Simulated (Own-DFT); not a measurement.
Simulation results for GaN (wurtzite, strained, atoms displaced)

Computed with Own-DFT development build. A calculation, not a measurement: plane-wave PBE density functional theory by an unreviewed code, no spin, of a simulated periodic cell, stress positive in tension, free energy of the whole cell less one offset for each atom, forces on such cells passed a denser k mesh, this cell's mesh not checked; offsets are fitted by least squares, one for each functional and potential file, so energies compare only between cells with the same atoms and settings and are not formation energies; the far tail of each file's local potential was reset to the Coulomb form; each entry is a single point on an unrelaxed cell, so the pressure reflects the starting lattice, mostly measured values (interpolated for alloys), from which strain is counted, and rises with the displacements; printed positions are rounded, which can move forces by about a meV/angstrom; the program, named Own-DFT, is a retired in-house code; no spin-orbit coupling.

Settings shared by all entries: functional PBE; potential files PseudoDojo norm-conserving, scalar-relativistic, standard set with the stringent files for Ga; wave cutoff 96 hartree; occupations Gaussian; smearing width 0.01 eV; k mesh 3 x 4 x 3 centred on Gamma.

(1) 
```xyz
96
Lattice="12.7560 0.0000 0.0000 -4.7835 8.2853 0.0000 0.0000 0.0000 10.2663" Properties=species:S:1:pos:R:3:force_x:R:1:force_y:R:1:force_z:R:1 formula=GaN free_energy_of_cell_above_offsets=-3.373 pressure=9.36 stress_xx=-7.49 stress_yy=-6.88 stress_zz=-13.7 stress_yz=-0.17 stress_xz=-0.38 stress_xy=0.21
Ga    -0.1058     1.8185    10.2508      2.267      0.637      0.616
Ga     1.6298     0.8350     2.5030     -1.245       1.11      1.217
N     -0.0276     1.8483     1.8868      0.329     -0.721      0.808
N      1.5919     1.0064     4.4768     -0.123     -1.077      0.477
Ga    -0.0994     1.8493     5.1852      2.616      0.039     -1.131
Ga     1.5579     0.9568     7.7625      0.645     -0.805     -1.352
N     -0.0042     1.8672     7.0821     -0.132     -1.601     -0.472
N      1.6379     0.8895     9.6243     -0.466      0.632      1.011
Ga    -1.6814     4.5481    10.2083      1.268       0.23      0.774
Ga     0.0101     3.6425     2.6763      0.214      0.331     -3.225
N     -1.5848     4.6360     1.9671      0.143      -0.77     -0.854
N     -0.0495     3.6894     4.4787      1.246     -0.797      2.011
Ga    -1.4782     4.6278     5.1457     -2.193      0.626     -0.227
Ga     0.0978     3.5568     7.7084     -1.881      2.716      1.062
N     -1.5772     4.6519     7.0180      0.008     -0.982      1.657
N     -0.0378     3.6202     9.6435      0.606      1.115     -0.231
Ga    -3.0310     7.4046     0.0370     -1.835     -0.931     -1.126
Ga    -1.6268     6.4433     2.5458       0.88     -0.156      0.546
N     -3.2209     7.2708     1.9089      0.378      0.967      0.303
N     -1.5318     6.4392     4.4777     -1.166      0.299     -0.099
Ga    -3.1567     7.3300     5.2123     -0.421      0.685     -2.353
Ga    -1.5924     6.4780     7.7837     -0.432     -0.379     -1.607
N     -3.2215     7.4043     7.0348      0.279      -0.29      2.576
N     -1.4634     6.4600     9.6563     -1.868     -1.082      0.412
Ga     3.2107     1.8496     0.0268     -0.043     -0.296      0.084
Ga     4.7971     0.9010     2.6326      0.248      1.714      -0.48
N      3.1491     1.8514     1.9652      1.052      -1.04     -0.574
N      4.7585     0.9395     4.5679      0.893      0.524     -0.578
Ga     3.2171     1.8290     5.2053     -1.333      0.752     -1.733
Ga     4.7414     1.0187     7.7355      0.249     -1.675     -0.806
N      3.1708     1.8819     7.0661     -0.217     -0.389      1.103
N      4.8178     0.8692     9.6281     -1.199      0.795     -0.227
Ga     1.6798     4.6016    10.2261     -1.815      -0.36      1.208
Ga     3.1687     3.6324     2.5950      0.381      0.588      -0.57
N      1.6456     4.5461     1.9786     -1.171      1.367     -0.869
N      3.1560     3.7136     4.4322      0.705     -0.349      2.696
Ga     1.5650     4.5463     5.1914      0.552      1.302     -1.085
Ga     3.2061     3.7038     7.6919      1.099     -0.736        0.9
N      1.6405     4.4312     7.1212     -0.974      2.634       -0.7
N      3.1844     3.6255     9.6395      0.617      0.579     -0.071
Ga    -0.0389     7.4164     0.0881      1.806     -0.738     -2.917
Ga     1.5940     6.5051     2.5160      -0.03     -1.181      0.817
N     -0.0080     7.4681     1.8486     -0.125     -1.199      3.403
N      1.5255     6.5333     4.5227      1.179      -0.98     -0.504
Ga    -0.0548     7.4241     5.1508      0.838     -0.688      0.533
Ga     1.5682     6.4065     7.8073     -0.404      0.354     -2.293
N     -0.0786     7.3735     7.0850      1.267      0.533      0.492
N      1.6489     6.4667     9.6563     -0.743     -0.272      1.036
Ga     6.3356     1.7695    10.1982       1.44      2.071      0.369
Ga     7.9905     0.8513     2.5202     -0.672      1.844     -0.014
N      6.3899     1.9196     1.8286     -0.335     -1.219      1.819
N      7.9821     0.8745     4.4681      0.194      2.138      0.074
Ga     6.3898     1.8645     5.2318      0.018     -0.818     -2.744
Ga     7.9873     0.8979     7.6843     -0.787     -0.212      0.531
N      6.3521     1.9008     7.0448      0.418     -1.705      1.943
N      8.0301     0.9079     9.6768     -0.961       0.07      -1.27
Ga     4.7327     4.6417     0.0860      0.512     -0.484     -1.817
Ga     6.3843     3.7543     2.4996     -0.514     -1.381      0.975
N      4.7588     4.6280     1.9540     -0.077     -0.497      0.447
N      6.3595     3.6931     4.5771     -0.244     -1.162      -1.71
Ga     4.8168     4.5489     5.2077     -1.445      0.554     -0.261
Ga     6.2891     3.6433     7.6828      2.472      0.812      2.088
N      4.8230     4.5503     7.1855     -1.761      2.048     -1.913
N      6.3320     3.8213     9.6501      0.275     -1.927          0
Ga     3.2470     7.3578    10.2592     -0.118      0.175     -1.521
Ga     4.7605     6.4230     2.5306      0.137      0.168      0.784
N      3.2461     7.3813     1.8288     -0.735     -0.722      1.929
N      4.8345     6.3579     4.4865     -0.809      0.811     -0.097
Ga     3.2834     7.4355     5.0720      -1.35     -2.393      0.689
Ga     4.8121     6.5195     7.7275     -0.385     -0.703     -1.634
N      3.1206     7.3546     7.0207      0.788     -0.133      0.549
N      4.7726     6.4263     9.5557      0.369      0.571      2.163
Ga     9.5789     1.8386    10.2540     -0.534      0.259      0.531
Ga    11.1304     0.8955     2.5091      0.608      0.846      0.633
N      9.5535     1.8215     1.9264      0.248      0.191       0.02
N     11.2459     0.9340     4.4762     -2.382     -0.621     -0.111
Ga     9.6066     1.9250     5.1344     -0.248     -1.933     -0.715
Ga    11.1264     1.0337     7.6078      0.952     -2.271      1.346
N      9.5579     1.8268     7.0809     -0.708      0.168     -1.007
N     11.1492     1.0236     9.6030     -0.763     -2.164     -0.928
Ga     7.9847     4.6211     0.0904     -0.947     -0.284     -2.051
Ga     9.6033     3.6731     2.5836     -0.045     -0.258     -0.771
N      7.9901     4.5152     1.9297      0.384      1.721      1.374
N      9.5872     3.6318     4.4473     -0.055       1.63      1.324
Ga     7.9139     4.4897     5.1569      1.795      1.972     -0.132
Ga     9.5132     3.6359     7.6570      1.731      0.825      0.759
N      7.9967     4.4740     7.0933     -1.559      1.653     -0.413
N      9.4792     3.6415     9.6222      0.635      0.748     -0.192
Ga     6.4058     7.3896     0.0097     -1.323      0.549     -0.991
Ga     7.9226     6.4717     2.5201      0.167      -1.12      1.545
N      6.3384     7.3705     1.9081      0.042     -0.338      0.352
N      7.9431     6.4720     4.5970      0.602      -1.12     -1.498
Ga     6.3286     7.3674     5.1128      0.916      0.049     -0.131
Ga     7.9658     6.4110     7.7170      0.092     -0.288      -0.04
N      6.4140     7.3518     7.0215     -0.612      0.882       0.94
N      7.8810     6.4496     9.7028      2.622     -0.036     -0.882
```

Units: free_energy_of_cell_above_offsets in eV; pressure, stress_xx, stress_yy, stress_zz, stress_yz, stress_xz, stress_xy in GPa; force_x, force_y, force_z in eV/Å.

(2) 
```xyz
96
Lattice="12.7560 0.0000 0.0000 -4.7835 8.2853 0.0000 0.0000 0.0000 10.2663" Properties=species:S:1:pos:R:3:force_x:R:1:force_y:R:1:force_z:R:1 formula=GaN free_energy_of_cell_above_offsets=-4.467 pressure=9.05 stress_xx=-8.27 stress_yy=-6.58 stress_zz=-12.29 stress_yz=0.37 stress_xz=-0.25 stress_xy=0.38
Ga    -0.0098     1.8285     0.0136      -0.17      0.225     -0.388
Ga     1.6357     0.9253     2.5095      -0.08     -1.055     -0.031
N      0.0283     1.7735     1.9386     -0.428      1.092       0.21
N      1.6207     0.8833     4.3882     -0.655      0.678      2.089
Ga    -0.0592     1.8232     5.1094      0.709     -0.382      0.256
Ga     1.5415     0.9101     7.6894       0.86      0.144      0.189
N     -0.0529     1.8885     7.1147       0.32     -1.466     -0.897
N      1.6000     0.8741     9.7197     -0.221      1.728     -1.194
Ga    -1.5515     4.5191    10.2540     -0.189      1.599     -0.861
Ga     0.0615     3.6592     2.6127      -1.49     -0.133     -1.127
N     -1.6411     4.5978     1.8687       0.24     -1.211      1.397
N     -0.0126     3.6828     4.5085     -0.306     -0.108      0.384
Ga    -1.5932     4.6840     5.0985     -0.541     -0.319      0.771
Ga    -0.0180     3.6673     7.7107     -0.414      1.026     -0.506
N     -1.6420     4.6175     7.1620       0.53      0.035     -1.614
N      0.0460     3.6653     9.5945     -0.119     -0.484      1.127
Ga    -3.2924     7.4317     0.0413      1.588     -2.357     -0.255
Ga    -1.6272     6.3915     2.5203      1.084      0.279      0.356
N     -3.1408     7.3103     1.9422     -1.365      0.697     -0.136
N     -1.6052     6.5693     4.4763      0.173     -1.591       0.09
Ga    -3.2686     7.2924     5.1273      1.155      1.533      0.074
Ga    -1.5563     6.5216     7.5899     -0.933     -1.874      2.231
N     -3.1537     7.3214     7.0846     -1.756      1.066     -0.435
N     -1.6059     6.4997     9.5774     -0.934     -0.871      0.359
Ga     3.2295     1.8369     0.0218      -0.25      0.229     -0.864
Ga     4.8496     0.8941     2.5607      0.522     -0.509      0.684
N      3.2766     1.7953     1.9451     -0.382      0.471     -0.098
N      4.8349     0.8809     4.5452     -0.406      0.726     -0.633
Ga     3.2090     1.8986     5.0404      0.006     -2.352      1.671
Ga     4.8861     0.9148     7.7643     -2.119     -0.781     -1.515
N      3.2368     1.8464     7.1681     -0.528      -0.86     -1.224
N      4.8173     0.8712     9.6156     -0.418      0.587      1.089
Ga     1.6427     4.5851    10.2012     -1.127      0.547      1.009
Ga     3.2021     3.6184     2.5920      -0.26      1.027     -0.443
N      1.5503     4.5824     1.9423      1.547      0.244      -0.39
N      3.1581     3.6909     4.5635      1.403       0.58     -1.172
Ga     1.6133     4.5399     5.1499      -1.07      1.316      0.624
Ga     3.1703     3.6476     7.7280     -0.013      0.853     -0.905
N      1.5430     4.5937     7.0921      0.951      0.199     -0.353
N      3.1909     3.7431     9.6178       1.49     -1.341      0.918
Ga    -0.0907     7.3602     0.0100      1.174     -0.923     -0.436
Ga     1.5755     6.4587     2.6202      0.584     -0.284     -1.567
N      0.0310     7.3381     1.9112     -0.492      0.183      0.365
N      1.5990     6.4302     4.4665      0.336     -0.368        1.8
Ga     0.0212     7.3372     5.2083      0.027      0.456     -2.609
Ga     1.6120     6.4941     7.7534     -0.341     -1.085     -3.353
N     -0.0279     7.2892     7.0058      2.237      1.794      1.929
N      1.6197     6.3698     9.4965     -0.249      1.255      4.526
Ga     6.3412     1.8442    10.2218      1.308     -1.359      0.359
Ga     8.0274     0.9735     2.5345     -0.693      -1.42       0.83
N      6.4695     1.8099     1.8808     -1.094      0.363      0.009
N      7.9386     0.9425     4.4876       0.51     -0.302      0.457
Ga     6.3874     1.8468     5.2147     -0.265     -0.321     -1.923
Ga     7.9962     0.8988     7.5772     -0.149      0.016      1.246
N      6.3319     1.8219     7.0551      1.501      0.783      1.319
N      8.0000     0.8998     9.5988     -0.828      0.572     -0.354
Ga     4.8475     4.6217     0.0193     -1.082      0.735     -0.406
Ga     6.4161     3.6327     2.5191     -0.932      -0.48      0.909
N      4.8280     4.5435     1.9621     -0.596      0.798      0.118
N      6.3727     3.6350     4.4781     -0.365      0.521      0.057
Ga     4.8218     4.6046     5.1644     -0.058     -0.056     -0.962
Ga     6.3623     3.7234     7.7722      0.558     -0.286     -2.632
N      4.8235     4.6267     7.0382     -0.559     -0.808      0.851
N      6.3715     3.6039     9.5928      0.219      1.537      1.445
Ga     3.1916     7.3933    10.2642     -0.219     -0.793     -0.029
Ga     4.7982     6.4438     2.6677      0.074      0.182     -1.882
N      3.2123     7.3984     1.9685      0.029     -0.761     -0.198
N      4.8445     6.5565     4.5567      -3.21     -3.223     -0.816
Ga     3.2060     7.3521     5.1595     -0.845      0.578     -0.636
Ga     4.7888     6.4440     7.5881       1.23     -0.419       1.83
N      3.2591     7.2852     7.0934      -2.06      1.507      -1.05
N      4.8035     6.5208     9.5871     -0.142     -1.499      0.312
Ga     9.5582     1.8214    10.2396     -0.418      0.106      0.474
Ga    11.1153     0.9959     2.5668      2.335     -1.652      0.962
N      9.6183     1.8051     2.0144     -1.456      1.539     -1.954
N     11.0620     0.8827     4.5742      2.005      0.477     -1.465
Ga     9.5957     1.8348     5.0964     -1.718      1.162      0.323
Ga    11.1075     0.9166     7.7047      0.119     -0.041     -0.293
N      9.5379     1.8400     7.0082      0.239      0.614      0.718
N     11.1000     0.9130     9.6551      1.373     -0.252     -0.137
Ga     7.9197     4.6618    10.2552      1.106     -2.738      0.872
Ga     9.4350     3.6354     2.5532      2.247       0.69      0.216
N      7.9315     4.5635     1.9719      0.034      1.076     -1.387
N      9.4871     3.7550     4.4939      1.995     -1.203      -0.47
Ga     7.9523     4.5490     5.1059     -0.824      1.174     -0.404
Ga     9.5222     3.7214     7.7557      0.428     -0.572      -2.08
N      8.0080     4.6481     6.9641     -1.032     -0.887      2.187
N      9.6127     3.6298     9.5846     -1.223      0.626      1.989
Ga     6.3927     7.3339    10.2390      -0.96      0.946      1.047
Ga     7.9586     6.4328     2.5942      0.664      0.299      -0.82
N      6.4448     7.4224     1.9981     -1.101     -0.711     -0.771
N      7.9652     6.4694     4.4637     -0.965     -1.076       0.78
Ga     6.3228     7.3288     5.0392      3.519      1.584      2.215
Ga     7.9752     6.3926     7.7311     -0.183       1.05     -0.871
N      6.3577     7.3657     7.0506      1.095      0.011     -0.137
N      7.9190     6.3720     9.6814      0.706        1.7      -0.99
```

Units: free_energy_of_cell_above_offsets in eV; pressure, stress_xx, stress_yy, stress_zz, stress_yz, stress_xz, stress_xy in GPa; force_x, force_y, force_z in eV/Å.
